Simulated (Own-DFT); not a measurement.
## Calculated data, Si47N64 (beta silicon nitride with one vacancy, atoms displaced)

Computed with Own-DFT development build. A calculation, not a measurement: plane-wave PBE density functional theory by an unreviewed code, no spin, of a simulated periodic cell, stress positive in tension, free energy of the whole cell less one offset for each atom, defect cell not probed for a lower state with spin; forces on such cells moved up to 12 meV/angstrom on a denser k mesh; offsets are fitted by least squares, one for each functional and potential file, so energies compare only between cells with the same atoms and settings and are not formation energies; the far tail of each file's local potential was reset to the Coulomb form; each entry is a single point on an unrelaxed cell, so the pressure reflects the starting lattice, mostly measured values (interpolated for alloys), from which strain is counted, and rises with the displacements; printed positions are rounded, which can move forces by about a meV/angstrom; the program, named Own-DFT, is a retired in-house code; no spin-orbit coupling; before rounding, a Quantum ESPRESSO 7.3.1 run of the same cell and cutoff gave forces within 1 meV/angstrom rms on each cell, which checks the program and not the settings.

Common to all runs: functional PBE; potential files PseudoDojo norm-conserving, scalar-relativistic, standard set; wave cutoff 42 hartree; occupations Fermi-Dirac; smearing width 0.1 eV; k mesh 2 x 2 x 4 centred on Gamma.

(1) Si47N64 (beta silicon nitride with one vacancy, atoms displaced)

```cif
# cell vector a (Å): 15.2120 0.0000 0.0000
# cell vector b (Å): -7.6060 13.1740 0.0000
# cell vector c (Å): 0.0000 0.0000 5.8180
data_Si47N64
_symmetry_space_group_name_H-M 'P 1'
_symmetry_Int_Tables_number 1
_cell_length_a 15.2120
_cell_length_b 15.2120
_cell_length_c 5.8180
_cell_angle_alpha 90.000
_cell_angle_beta 90.000
_cell_angle_gamma 120.000
_cell_volume 1165.94
loop_
_atom_site_label
_atom_site_type_symbol
_atom_site_fract_x
_atom_site_fract_y
_atom_site_fract_z
_atom_site_occupancy
Si1 Si 0.07320 0.38300 0.12943 1
Si2 Si 0.11572 0.20065 0.13396 1
Si3 Si 0.29854 0.40650 0.13451 1
Si4 Si 0.42164 0.11876 0.36994 1
Si5 Si 0.38895 0.30569 0.37250 1
Si6 Si 0.20089 0.08627 0.37647 1
N1 N 0.15490 0.01406 0.15486 1
N2 N 0.48257 0.14215 0.11126 1
N3 N 0.34214 0.32887 0.14410 1
N4 N 0.33102 0.48758 0.36191 1
N5 N 0.01785 0.34809 0.39587 1
N6 N 0.14834 0.16056 0.36557 1
N7 N 0.16567 0.32975 0.15053 1
N8 N 0.33445 0.17554 0.36621 1
Si7 Si 0.09143 0.38722 0.61126 1
Si8 Si 0.10489 0.20341 0.62006 1
Si9 Si 0.28962 0.40685 0.64374 1
Si10 Si 0.42058 0.10810 0.87073 1
Si11 Si 0.39710 0.30254 0.85701 1
Si12 Si 0.19476 0.08604 0.86925 1
N9 N 0.17339 0.01920 0.62693 1
N10 N 0.49227 0.15689 0.64919 1
N11 N 0.34820 0.33017 0.62389 1
N12 N 0.34243 0.48815 0.88609 1
N13 N 0.01760 0.34750 0.89904 1
N14 N 0.14059 0.16701 0.88163 1
N15 N 0.17153 0.33894 0.64215 1
N16 N 0.33119 0.16678 0.86401 1
Si13 Si 0.09539 0.89464 0.12276 1
Si14 Si 0.11332 0.70558 0.13702 1
Si15 Si 0.30918 0.91970 0.09933 1
Si16 Si 0.40858 0.61166 0.38080 1
Si17 Si 0.37922 0.78989 0.35645 1
Si18 Si 0.19964 0.58510 0.40411 1
N17 N 0.16633 0.51515 0.13793 1
N18 N 0.48007 0.64302 0.13396 1
N19 N 0.34429 0.83155 0.13826 1
N20 N 0.33464 0.98228 0.36863 1
N21 N 0.00988 0.84452 0.35510 1
N22 N 0.15038 0.66961 0.39567 1
N23 N 0.15908 0.83011 0.10799 1
N24 N 0.34273 0.66629 0.35932 1
Si19 Si 0.08722 0.88335 0.64642 1
Si20 Si 0.11403 0.70331 0.61989 1
Si21 Si 0.29875 0.91122 0.62784 1
Si22 Si 0.41774 0.61544 0.89080 1
Si23 Si 0.39282 0.79934 0.89706 1
Si24 Si 0.20004 0.58574 0.85407 1
N25 N 0.16154 0.50714 0.62030 1
N26 N 0.48807 0.65874 0.60789 1
N27 N 0.35165 0.83590 0.63192 1
N28 N 0.34270 0.99227 0.86392 1
N29 N 0.01173 0.85138 0.88267 1
N30 N 0.15705 0.66803 0.87049 1
N31 N 0.16045 0.83111 0.65718 1
N32 N 0.33936 0.66656 0.88575 1
Si25 Si 0.58546 0.38689 0.14560 1
Si26 Si 0.61563 0.20676 0.11219 1
Si27 Si 0.79559 0.41486 0.11659 1
Si28 Si 0.91273 0.11318 0.36365 1
Si29 Si 0.87895 0.29727 0.37922 1
Si30 Si 0.70025 0.09220 0.35856 1
N33 N 0.66356 0.00671 0.10837 1
N34 N 0.98385 0.15364 0.11568 1
N35 N 0.84594 0.33332 0.13567 1
N36 N 0.83411 0.49593 0.37877 1
N37 N 0.50690 0.34676 0.36490 1
N38 N 0.66353 0.17579 0.36458 1
N39 N 0.66424 0.34361 0.12312 1
N40 N 0.83876 0.16652 0.38534 1
Si31 Si 0.59890 0.39296 0.63976 1
Si32 Si 0.61060 0.20715 0.59431 1
Si33 Si 0.80175 0.41181 0.65595 1
Si34 Si 0.91040 0.11000 0.86672 1
Si35 Si 0.88720 0.30090 0.88212 1
N41 N 0.65117 0.01267 0.62795 1
N42 N 0.97421 0.14592 0.61547 1
N43 N 0.83840 0.32969 0.64897 1
N44 N 0.83384 0.48215 0.87040 1
N45 N 0.51539 0.34750 0.88245 1
N46 N 0.66057 0.16117 0.87191 1
N47 N 0.66825 0.33987 0.61217 1
N48 N 0.83625 0.16768 0.87092 1
Si36 Si 0.58761 0.88780 0.11727 1
Si37 Si 0.61226 0.69639 0.11708 1
Si38 Si 0.78450 0.91075 0.11401 1
Si39 Si 0.91332 0.62094 0.37489 1
Si40 Si 0.88012 0.79960 0.35505 1
Si41 Si 0.69660 0.58782 0.39292 1
N49 N 0.67238 0.52729 0.13286 1
N50 N 0.97736 0.64788 0.13774 1
N51 N 0.85154 0.82615 0.11791 1
N52 N 0.83793 0.97806 0.38364 1
N53 N 0.51809 0.85066 0.37826 1
N54 N 0.64513 0.66741 0.35607 1
N55 N 0.67030 0.83981 0.12946 1
N56 N 0.83854 0.67107 0.34986 1
Si42 Si 0.58847 0.87901 0.62729 1
Si43 Si 0.60665 0.69937 0.59778 1
Si44 Si 0.79977 0.92292 0.63121 1
Si45 Si 0.90350 0.61137 0.88369 1
Si46 Si 0.87118 0.79143 0.87568 1
Si47 Si 0.70117 0.57453 0.87920 1
N57 N 0.66480 0.51726 0.62264 1
N58 N 0.97418 0.64095 0.62427 1
N59 N 0.85286 0.83366 0.63551 1
N60 N 0.84570 0.98688 0.87853 1
N61 N 0.51221 0.84632 0.88496 1
N62 N 0.66140 0.66208 0.86997 1
N63 N 0.67463 0.82910 0.62288 1
N64 N 0.82690 0.65836 0.87814 1
```

```
free energy of cell above offsets : 19.853 eV
pressure                          : 11.44 GPa
stress xx                         : -10.36 GPa
stress yy                         : -12.57 GPa
stress zz                         : -11.39 GPa
stress yz                         : -0.49 GPa
stress xz                         : -1.89 GPa
stress xy                         : -0.63 GPa
```

Force:
```csv
element,x (eV/Å),y (eV/Å),z (eV/Å)
Si,7.619,3.021,5.369
Si,-2.264,1.715,-0.823
Si,-3.81,2.041,-0.472
Si,-4.55,-0.942,1.22
Si,-3.424,-3.514,1.115
Si,1.963,2.806,2.197
N,1.129,3.082,-5.304
N,2.348,1.667,3.471
N,2.309,-0.135,-4.357
N,0.481,-2.541,3.633
N,-4.749,-1.58,-3.089
N,-1.984,0.854,3.613
N,-1.331,1.137,-0.647
N,2.51,-3.138,0.262
Si,0.896,-3.839,5.149
Si,2.598,-0.551,0.464
Si,5.679,4.681,-1.586
Si,-5.205,5.258,0.265
Si,-6.127,-4.14,2.423
Si,0.666,2.649,2.246
N,-0.708,-2.491,0.243
N,-2.144,-1.262,-5.578
N,-1.314,2.052,0.662
N,-0.27,-2.826,-1.21
N,-3.34,-0.72,-7.869
N,2.088,-1.837,-3.074
N,-4.725,-4.522,-0.379
N,1.586,-0.437,0.521
Si,-3.466,-6.465,0.584
Si,0.065,-1.791,-1.894
Si,-3.321,-2.263,3.934
Si,2.576,-0.797,-0.799
Si,2.505,1.844,5.909
Si,1.479,2.183,-7.05
N,-1.44,0.188,-0.852
N,3.107,1.886,0.048
N,0.391,0.539,-3.4
N,0.425,1.619,0.007
N,2.14,1.686,2.795
N,2.411,-1.498,-3.87
N,3.515,2.917,0.725
N,-6.826,0.128,1.219
Si,-3.276,0.046,-3.168
Si,-3.171,0.125,5.103
Si,-1.23,-1.199,-1.87
Si,-1.618,0.156,-2.972
Si,-4.68,-2.877,-3.248
Si,2.459,0.666,5.791
N,0.11,3.877,2.325
N,-2.899,-2.243,3.219
N,1.151,-0.959,-0.032
N,-0.548,-5.932,-0.565
N,0.136,0.343,-0.156
N,-2.427,0.279,0.555
N,3.166,1.044,-1.594
N,-2.126,-0.444,-1.069
Si,-0.823,2.506,-2.305
Si,2.971,-0.19,-2.041
Si,-0.209,0.976,4.798
Si,-0.523,-1.411,-1.085
Si,1.487,-1.495,2.409
Si,3.744,-4.808,0.259
N,0.418,5.805,2.859
N,0.412,-0.587,0.824
N,-0.221,1.208,-1.011
N,0.487,-5.65,-0.084
N,5.56,2.759,3.185
N,-5.039,2.466,-0.562
N,2.719,-2.929,-0.104
N,-3.486,0.599,-0.798
Si,-3.731,-3.13,-1.244
Si,7.381,1.14,3.883
Si,-3.457,0.595,-8.634
Si,-1.72,3.304,1.706
Si,0.239,-3.658,0.684
N,0.81,0.111,-2.448
N,3.179,1.566,0.174
N,3.898,-1.184,-2.236
N,-0.336,2.236,4.307
N,4.452,3.191,-0.251
N,-3.2,2.167,-0.716
N,1.934,-1.304,0.177
N,0.276,1.369,0.241
Si,0.337,-2.099,2.398
Si,-0.362,1.898,-3.739
Si,7.736,3.765,1.709
Si,-1.483,-0.538,1.652
Si,3.485,-1.083,6.107
Si,2.853,4.32,-4.213
N,-1.062,-6.28,2.628
N,3.823,0.938,-3.876
N,-7.315,4.115,-0.846
N,-0.311,2.821,-4
N,-1.668,-1.292,-1.212
N,2.634,-2.122,3.205
N,-5.217,-7.238,-0.703
N,-4.505,-0.923,1.902
Si,-0.007,1.513,-0.003
Si,5.597,1.91,3.187
Si,2.144,-4.695,0.486
Si,2.868,2.204,-0.726
Si,4.559,-1.677,-1.611
Si,-1.036,5.022,-0.44
N,-0.326,-1.388,1.174
N,3.067,1.866,2.474
N,-2.363,1.477,-3.943
N,-0.905,-2.395,0.646
N,3.618,1.113,-1.427
N,-4.793,1.304,-0.851
N,-3.193,1.119,0.667
N,0.068,1.143,-0.768
```

(2) Si47N64 (beta silicon nitride with one vacancy, atoms displaced)

```cif
# cell vector a (Å): 15.2120 0.0000 0.0000
# cell vector b (Å): -7.6060 13.1740 0.0000
# cell vector c (Å): 0.0000 0.0000 5.8180
data_Si47N64
_symmetry_space_group_name_H-M 'P 1'
_symmetry_Int_Tables_number 1
_cell_length_a 15.2120
_cell_length_b 15.2120
_cell_length_c 5.8180
_cell_angle_alpha 90.000
_cell_angle_beta 90.000
_cell_angle_gamma 120.000
_cell_volume 1165.94
loop_
_atom_site_label
_atom_site_type_symbol
_atom_site_fract_x
_atom_site_fract_y
_atom_site_fract_z
_atom_site_occupancy
Si1 Si 0.08568 0.38398 0.12458 1
Si2 Si 0.12104 0.20676 0.15313 1
Si3 Si 0.29534 0.40414 0.15215 1
Si4 Si 0.41838 0.11343 0.39357 1
Si5 Si 0.37810 0.28838 0.36528 1
Si6 Si 0.20318 0.07670 0.39048 1
N1 N 0.16751 0.01217 0.13869 1
N2 N 0.47794 0.13670 0.13228 1
N3 N 0.35623 0.33503 0.10784 1
N4 N 0.33089 0.48932 0.39735 1
N5 N 0.00879 0.34422 0.35273 1
N6 N 0.15217 0.16018 0.37157 1
N7 N 0.17199 0.34034 0.13658 1
N8 N 0.33642 0.16240 0.36538 1
Si7 Si 0.08518 0.38618 0.64263 1
Si8 Si 0.11361 0.21393 0.63037 1
Si9 Si 0.31204 0.42197 0.64036 1
Si10 Si 0.41169 0.12351 0.88145 1
Si11 Si 0.38303 0.30557 0.86492 1
Si12 Si 0.20163 0.09295 0.88493 1
N9 N 0.17030 0.01738 0.64692 1
N10 N 0.48212 0.13701 0.61990 1
N11 N 0.34503 0.33245 0.62650 1
N12 N 0.33430 0.48599 0.86571 1
N13 N 0.01030 0.34794 0.85682 1
N14 N 0.15604 0.16740 0.86368 1
N15 N 0.15711 0.33014 0.62324 1
N16 N 0.33371 0.16749 0.87066 1
Si13 Si 0.09057 0.88527 0.14374 1
Si14 Si 0.11585 0.70145 0.10053 1
Si15 Si 0.29762 0.91003 0.13151 1
Si16 Si 0.40725 0.60874 0.36358 1
Si17 Si 0.38957 0.80672 0.37051 1
Si18 Si 0.19894 0.58432 0.36054 1
N17 N 0.16348 0.50811 0.13279 1
N18 N 0.48056 0.64915 0.12552 1
N19 N 0.34688 0.82654 0.13431 1
N20 N 0.32529 0.98557 0.36891 1
N21 N 0.01381 0.85660 0.39875 1
N22 N 0.15521 0.67108 0.36683 1
N23 N 0.16557 0.83514 0.11100 1
N24 N 0.32912 0.66222 0.39797 1
Si19 Si 0.08654 0.88726 0.63444 1
Si20 Si 0.10884 0.70173 0.63140 1
Si21 Si 0.29839 0.91555 0.62424 1
Si22 Si 0.42044 0.62424 0.88386 1
Si23 Si 0.38969 0.80732 0.87092 1
Si24 Si 0.20393 0.59213 0.87219 1
N25 N 0.16187 0.51126 0.60785 1
N26 N 0.48486 0.65139 0.61188 1
N27 N 0.35519 0.84369 0.60667 1
N28 N 0.32903 0.98145 0.85045 1
N29 N 0.01294 0.84344 0.89677 1
N30 N 0.14468 0.66707 0.88283 1
N31 N 0.16970 0.82985 0.60748 1
N32 N 0.33239 0.66644 0.88326 1
Si25 Si 0.57761 0.37014 0.10665 1
Si26 Si 0.61374 0.19470 0.11901 1
Si27 Si 0.79533 0.41089 0.11643 1
Si28 Si 0.90188 0.10775 0.37554 1
Si29 Si 0.88776 0.30604 0.39534 1
Si30 Si 0.70045 0.08830 0.38486 1
N33 N 0.66826 0.01613 0.11975 1
N34 N 0.98231 0.14096 0.12069 1
N35 N 0.85051 0.33612 0.12216 1
N36 N 0.84203 0.48722 0.37527 1
N37 N 0.52211 0.34805 0.37530 1
N38 N 0.65387 0.16923 0.38592 1
N39 N 0.66700 0.33695 0.11207 1
N40 N 0.84081 0.16701 0.41024 1
Si31 Si 0.58618 0.37478 0.63646 1
Si32 Si 0.63028 0.20991 0.61219 1
Si33 Si 0.80435 0.41920 0.62344 1
Si34 Si 0.91193 0.11048 0.86904 1
Si35 Si 0.88019 0.29016 0.86195 1
Si36 Si 0.69776 0.08382 0.90215 1
N41 N 0.66639 0.01351 0.63424 1
N42 N 0.98422 0.14800 0.62996 1
N43 N 0.86500 0.34633 0.64154 1
N44 N 0.83802 0.48700 0.86920 1
N45 N 0.51221 0.35607 0.87671 1
N46 N 0.65152 0.15624 0.88123 1
N47 N 0.65962 0.33104 0.63718 1
N48 N 0.83869 0.17412 0.87690 1
Si37 Si 0.58194 0.87428 0.11853 1
Si38 Si 0.60943 0.69479 0.10815 1
Si39 Si 0.79026 0.91989 0.14101 1
Si40 Si 0.91174 0.61774 0.39627 1
Si41 Si 0.87699 0.79184 0.37961 1
Si42 Si 0.70585 0.59337 0.38869 1
N49 N 0.66807 0.51461 0.13958 1
N50 N 0.99519 0.65439 0.11817 1
N51 N 0.84691 0.82578 0.10559 1
N52 N 0.83912 0.99105 0.39862 1
N53 N 0.52103 0.85105 0.36396 1
N54 N 0.65205 0.66372 0.37922 1
N55 N 0.65745 0.82601 0.15779 1
N56 N 0.82996 0.67212 0.38137 1
Si43 Si 0.58614 0.88615 0.63243 1
Si44 Si 0.61184 0.69889 0.61284 1
Si45 Si 0.91362 0.60785 0.87876 1
Si46 Si 0.88483 0.80592 0.88907 1
Si47 Si 0.70573 0.59277 0.87611 1
N57 N 0.66248 0.51745 0.62625 1
N58 N 0.99216 0.65798 0.61843 1
N59 N 0.86837 0.82903 0.63673 1
N60 N 0.84148 0.99176 0.88309 1
N61 N 0.51965 0.85770 0.88675 1
N62 N 0.65403 0.66250 0.87057 1
N63 N 0.65435 0.82968 0.62652 1
N64 N 0.83586 0.66892 0.87508 1
```

```
free energy of cell above offsets : 17.587 eV
pressure                          : 12.13 GPa
stress xx                         : -12.95 GPa
stress yy                         : -11.41 GPa
stress zz                         : -12.03 GPa
stress yz                         : -1.09 GPa
stress xz                         : 1.02 GPa
stress xy                         : 2.27 GPa
```

Force:
```csv
element,x (eV/Å),y (eV/Å),z (eV/Å)
Si,-0.776,-1.83,-1.191
Si,-1.74,-1.621,-4.444
Si,0.366,4.013,-2.261
Si,-4.038,-1.499,-4.296
Si,2.292,0.749,1.026
Si,-0.43,2.533,-0.904
N,-0.317,1.732,-1.308
N,2.781,1.974,-0.988
N,-2.854,1.481,5.302
N,1.277,-4.881,-2.768
N,1.946,1.507,2.787
N,0.34,0.925,2.827
N,-1.289,-3.283,-0.099
N,-0.798,0.123,0.815
Si,1.145,-0.319,-5.539
Si,2.596,-7.515,0.145
Si,-3.821,-3.03,-2.804
Si,2.033,-4.198,-1.521
Si,2.982,-4.44,-1.038
Si,2.695,-2.643,1.123
N,-0.26,-1.415,-0.521
N,3.854,3.24,5.138
N,0.659,0.135,-3.462
N,0.712,2.566,6.31
N,0.164,0.111,4.858
N,-4.058,3.221,1.884
N,2.176,6.328,0.281
N,-1.651,2.831,0.15
Si,-2.45,-1.003,-0.791
Si,-0.892,4.429,9.299
Si,-1.788,0.743,-2.331
Si,-1.587,4.634,2.88
Si,2.96,-4.279,1.928
Si,-0.05,1.907,2.423
N,-0.285,2.95,-3.558
N,2.272,0.443,0.845
N,-2.172,2.484,-3.801
N,1.271,-0.331,0.543
N,0.662,-0.591,-2.937
N,-0.616,-0.862,0.287
N,2.505,-1.275,0.342
N,0.943,1.915,-1.472
Si,0.891,-1.358,2.52
Si,6.666,2.455,-3.06
Si,-1.528,-1.935,-3.553
Si,-3.245,-2.966,-4.978
Si,-0.569,-2.304,-0.369
Si,0.01,-2.452,-0.614
N,-0.633,2.374,2.593
N,-0.836,-1.175,1.453
N,1.471,-0.414,3.042
N,0.871,3.263,6.576
N,1.704,1.777,-0.501
N,5.375,-3.28,-7.125
N,-2.146,1.445,0.821
N,0.435,2.428,-0.179
Si,1.252,5.239,5.05
Si,-1.447,1.816,0.517
Si,0.664,0.79,0.953
Si,5.405,4.503,0.075
Si,0.958,-3.188,-4.408
Si,4.152,-1.575,0.602
N,-0.318,-3.456,6.275
N,1.056,1.881,1.522
N,-0.366,-0.376,0.651
N,-0.558,-0.612,-0.495
N,-3.211,-1.912,0.053
N,1.383,-0.842,-4.825
N,1.289,-3.763,0
N,-7.218,2.627,-0.883
Si,-5.271,5.495,-2.531
Si,-4.392,-1.983,5.804
Si,-0.89,-1.43,-0.051
Si,-0.326,4.107,0.235
Si,0.912,3.96,4.89
Si,6.007,0.756,-6.864
N,-1.244,1.701,0.053
N,0.129,0.297,-1.582
N,-4.496,1.495,-2.487
N,-0.289,-2.854,0.603
N,-0.405,-1.316,-2.587
N,-5.036,4.426,-1.493
N,7.727,-0.362,-0.212
N,-0.507,-7.142,0.717
Si,2.126,3.507,2.781
Si,2.391,1.659,2.738
Si,2.565,-0.768,-0.269
Si,-0.175,1.6,-4.096
Si,0.697,5.489,-1.654
Si,0.088,-4.401,-1.833
N,-0.311,-0.109,-1.779
N,-5.977,-3.327,1.27
N,-6.91,3.507,11.36
N,-0.906,-7.347,-2.387
N,-3.616,-0.399,2.628
N,-2.851,1.286,-2.324
N,2.495,-0.081,-1.694
N,4.323,-4.66,-0.225
Si,1.008,0.575,-1.925
Si,0.929,2.799,1.295
Si,-0.967,6.49,0.616
Si,6.943,-3.684,-5.01
Si,3.266,-4.078,1.375
N,0.798,-1.914,1.321
N,-5.876,-3.713,1.956
N,-3.749,1.399,-3.009
N,-1.365,-5.627,2.287
N,-3.337,-1.558,-3.263
N,-5.182,2.544,-0.437
N,2.069,-2.274,0.593
N,1.342,-1.012,0.32
```

(3) Si47N64 (beta silicon nitride with one vacancy, atoms displaced)

```cif
# cell vector a (Å): 15.2120 0.0000 0.0000
# cell vector b (Å): -7.6060 13.1740 0.0000
# cell vector c (Å): 0.0000 0.0000 5.8180
data_Si47N64
_symmetry_space_group_name_H-M 'P 1'
_symmetry_Int_Tables_number 1
_cell_length_a 15.2120
_cell_length_b 15.2120
_cell_length_c 5.8180
_cell_angle_alpha 90.000
_cell_angle_beta 90.000
_cell_angle_gamma 120.000
_cell_volume 1165.94
loop_
_atom_site_label
_atom_site_type_symbol
_atom_site_fract_x
_atom_site_fract_y
_atom_site_fract_z
_atom_site_occupancy
Si1 Si 0.08799 0.38795 0.11949 1
Si2 Si 0.29690 0.41366 0.12441 1
Si3 Si 0.41428 0.11540 0.37169 1
Si4 Si 0.37839 0.29664 0.36141 1
Si5 Si 0.20802 0.09510 0.37185 1
N1 N 0.16928 0.01711 0.13123 1
N2 N 0.48772 0.15135 0.12133 1
N3 N 0.35010 0.33180 0.13116 1
N4 N 0.33504 0.48827 0.37771 1
N5 N 0.01407 0.35304 0.37405 1
N6 N 0.14179 0.16233 0.38182 1
N7 N 0.16738 0.33811 0.12860 1
N8 N 0.33532 0.16271 0.37975 1
Si6 Si 0.09374 0.38762 0.61274 1
Si7 Si 0.11283 0.20238 0.62953 1
Si8 Si 0.30125 0.41524 0.63864 1
Si9 Si 0.41328 0.11826 0.87956 1
Si10 Si 0.38251 0.29762 0.88242 1
Si11 Si 0.20272 0.08803 0.85926 1
N9 N 0.16877 0.02049 0.62956 1
N10 N 0.48383 0.15144 0.61174 1
N11 N 0.34649 0.33062 0.62458 1
N12 N 0.33506 0.48371 0.87174 1
N13 N 0.01491 0.34658 0.87083 1
N14 N 0.14891 0.16463 0.85194 1
N15 N 0.16546 0.33212 0.63305 1
N16 N 0.32987 0.16927 0.87339 1
Si12 Si 0.09219 0.89378 0.12396 1
Si13 Si 0.11612 0.70585 0.12432 1
Si14 Si 0.29584 0.91336 0.12559 1
Si15 Si 0.41668 0.61504 0.36906 1
Si16 Si 0.37883 0.79646 0.37867 1
Si17 Si 0.20183 0.58006 0.37554 1
N17 N 0.15986 0.50904 0.12889 1
N18 N 0.48489 0.65055 0.12846 1
N19 N 0.35176 0.83497 0.11330 1
N20 N 0.33011 0.98165 0.38726 1
N21 N 0.02127 0.85562 0.36604 1
N22 N 0.15836 0.66353 0.37747 1
N23 N 0.17001 0.83661 0.12193 1
N24 N 0.33656 0.67090 0.37119 1
Si18 Si 0.08582 0.87891 0.62064 1
Si19 Si 0.10905 0.69822 0.61408 1
Si20 Si 0.30130 0.90690 0.62728 1
Si21 Si 0.41002 0.61323 0.88096 1
Si22 Si 0.38916 0.79541 0.86985 1
Si23 Si 0.19973 0.58974 0.86463 1
N25 N 0.16472 0.51442 0.61887 1
N26 N 0.48346 0.64797 0.61975 1
N27 N 0.34281 0.83059 0.64007 1
N28 N 0.33906 0.98496 0.87324 1
N29 N 0.01595 0.84797 0.87391 1
N30 N 0.15121 0.65963 0.86973 1
N31 N 0.16887 0.82833 0.60303 1
N32 N 0.33612 0.66681 0.87212 1
Si24 Si 0.58731 0.38461 0.14565 1
Si25 Si 0.61528 0.19784 0.11865 1
Si26 Si 0.80348 0.41687 0.12860 1
Si27 Si 0.90966 0.10619 0.36796 1
Si28 Si 0.87667 0.30102 0.36177 1
Si29 Si 0.70595 0.09172 0.38316 1
N33 N 0.66059 0.01194 0.11958 1
N34 N 0.98693 0.15655 0.12619 1
N35 N 0.85346 0.33017 0.12037 1
N36 N 0.83765 0.48498 0.38788 1
N37 N 0.51304 0.34998 0.36260 1
N38 N 0.64567 0.15859 0.37769 1
N39 N 0.67485 0.33789 0.12468 1
N40 N 0.83231 0.16720 0.37197 1
Si30 Si 0.58526 0.38919 0.62987 1
Si31 Si 0.61590 0.19800 0.63149 1
Si32 Si 0.79579 0.40868 0.63022 1
Si33 Si 0.90660 0.11216 0.86978 1
Si34 Si 0.88461 0.29995 0.88530 1
Si35 Si 0.70183 0.09171 0.87142 1
N41 N 0.67303 0.02337 0.62714 1
N42 N 0.98276 0.15414 0.61265 1
N43 N 0.85371 0.33872 0.61674 1
N44 N 0.83284 0.48003 0.86650 1
N45 N 0.51801 0.35159 0.90107 1
N46 N 0.64412 0.16344 0.87246 1
N47 N 0.66587 0.32851 0.63864 1
N48 N 0.83444 0.16435 0.87552 1
Si36 Si 0.58251 0.88517 0.13939 1
Si37 Si 0.61227 0.69942 0.11079 1
Si38 Si 0.79175 0.91271 0.12042 1
Si39 Si 0.90903 0.61254 0.38438 1
Si40 Si 0.89045 0.79979 0.36851 1
Si41 Si 0.69617 0.58629 0.38350 1
N49 N 0.67361 0.51412 0.13737 1
N50 N 0.98741 0.64813 0.11765 1
N51 N 0.84636 0.83596 0.13494 1
N52 N 0.82936 0.98078 0.37243 1
N53 N 0.51989 0.85090 0.39084 1
N54 N 0.65080 0.66161 0.36674 1
N55 N 0.67624 0.83185 0.13615 1
N56 N 0.82957 0.66460 0.37475 1
Si42 Si 0.58268 0.88579 0.62537 1
Si43 Si 0.62314 0.70468 0.63101 1
Si44 Si 0.79941 0.91221 0.63427 1
Si45 Si 0.91673 0.62315 0.86413 1
Si46 Si 0.88698 0.80130 0.87688 1
Si47 Si 0.69805 0.58225 0.87470 1
N57 N 0.65845 0.51048 0.60813 1
N58 N 0.97929 0.64901 0.61411 1
N59 N 0.85227 0.82758 0.63396 1
N60 N 0.83621 0.98847 0.86483 1
N61 N 0.50880 0.84876 0.88345 1
N62 N 0.64816 0.66605 0.86256 1
N63 N 0.66358 0.83520 0.63658 1
N64 N 0.82925 0.66615 0.88264 1
```

```
free energy of cell above offsets : 4.144 eV
pressure                          : 8.43 GPa
stress xx                         : -7 GPa
stress yy                         : -8.84 GPa
stress zz                         : -9.47 GPa
stress yz                         : -0.6 GPa
stress xz                         : -1.35 GPa
stress xy                         : 0.41 GPa
```

Force:
```csv
element,x (eV/Å),y (eV/Å),z (eV/Å)
Si,-0.647,-5.174,0.443
Si,-0.545,-1.573,1.26
Si,-0.138,-1.288,-0.03
Si,3.303,-2.183,4.758
Si,-2.183,-1.239,0.529
N,-0.082,2.059,-1.683
N,-0.723,-0.476,0.373
N,-3.401,2.628,-3.08
N,0.389,-1.671,-0.122
N,-0.41,0.121,-0.594
N,1.83,-0.364,-0.045
N,0.619,0.42,-0.06
N,-0.991,2.702,-0.747
Si,-2.909,-2.792,1.035
Si,-1.969,0.188,-1.782
Si,-1.184,-2.373,-3.775
Si,-0.867,-0.356,-2.219
Si,1.247,-0.184,-1.211
Si,-1.498,1.747,4.001
N,0.116,-4.658,-3.313
N,1.178,0.193,2.774
N,0.458,1.026,0.111
N,0.505,1.244,2.533
N,-0.136,1.144,-0.573
N,1.736,-1.149,1.687
N,1.781,1.882,-0.214
N,2.652,-0.425,0.444
Si,1.094,-1.956,-1.005
Si,2.46,-0.654,0.021
Si,1.837,0.717,0.069
Si,-2.303,1.059,2.357
Si,0.545,0.236,-0.846
Si,1.238,2.304,-1.591
N,0.548,5.303,-1.772
N,0.573,-0.011,-2.023
N,-0.502,0.321,2.031
N,1.087,0.701,-1.772
N,-1.342,-1.094,0.896
N,-3.504,1.274,-0.821
N,-1.722,-1.268,-0.454
N,0.487,-2.449,-0.04
Si,1.729,2.656,0.26
Si,3.069,0.039,0.406
Si,-4.785,3.581,0.442
Si,1.065,0.983,-2.116
Si,-4.729,-1.652,1.334
Si,4.82,-3.071,1.493
N,0.492,0.596,1.674
N,1.588,0.523,1.632
N,4.872,-2.572,-1.786
N,-0.345,0.247,0.325
N,0.496,0.316,0.314
N,-6.015,3.71,0.039
N,-1.815,0.245,1.113
N,-1.6,-1.299,0.067
Si,3.573,0.635,-3.085
Si,-0.952,3.124,2.664
Si,-0.916,-0.267,-0.544
Si,0.149,3.84,-0.318
Si,6.602,-2.878,5.17
Si,0.779,-1.77,-2.229
N,0.079,2.069,0.711
N,-1.46,-1.304,-1.12
N,-5.633,3.614,-0.875
N,0.207,-1.025,-1.483
N,-1.653,-0.688,4.942
N,-0.912,1.101,-0.701
N,-1.001,-2.412,0.729
N,0.623,0.697,-0.135
Si,0.748,-5.611,0.428
Si,-3.268,1.786,-3.171
Si,-1.063,-0.241,-0.648
Si,4.248,3.674,0.515
Si,3.922,-2.051,-5.624
Si,1.949,-1.394,1.544
N,-1.101,-3.351,0.268
N,-0.723,-1.248,1.432
N,-0.192,-0.935,1.818
N,0.653,3.333,1.959
N,-1.471,-0.097,-3.355
N,2.479,-1.295,0.999
N,-1.371,0.997,-0.731
N,-3.892,2.147,0.128
Si,2.424,-0.473,-1.887
Si,1.421,1.676,2.324
Si,3.877,2.747,0.031
Si,-1.756,0.481,-4.288
Si,-1.242,-1.388,0.72
Si,3.879,0.264,-2.919
N,-1.388,0.375,-1.595
N,-1.406,-0.424,0.92
N,1.995,-0.089,-1.724
N,0.303,-0.8,1.007
N,-4.148,-1.573,-2.569
N,-3.633,2.231,0.387
N,-7.376,-3.399,-0.498
N,1.096,0.735,0.361
Si,3.183,1.844,3.948
Si,-4.441,1.212,-4.993
Si,-0.733,-1.31,-2.208
Si,-1.936,-2.637,2.579
Si,0.146,-1.916,2.908
Si,1.216,0.446,0.803
N,0.288,2.564,3.732
N,2.657,1.642,1.609
N,-2.935,2.502,-2.809
N,0.023,-3.212,1.7
N,5.231,2.575,-0.474
N,2.696,-2.582,3.357
N,1.776,-0.316,0.039
N,0.911,0.14,-0.503
```
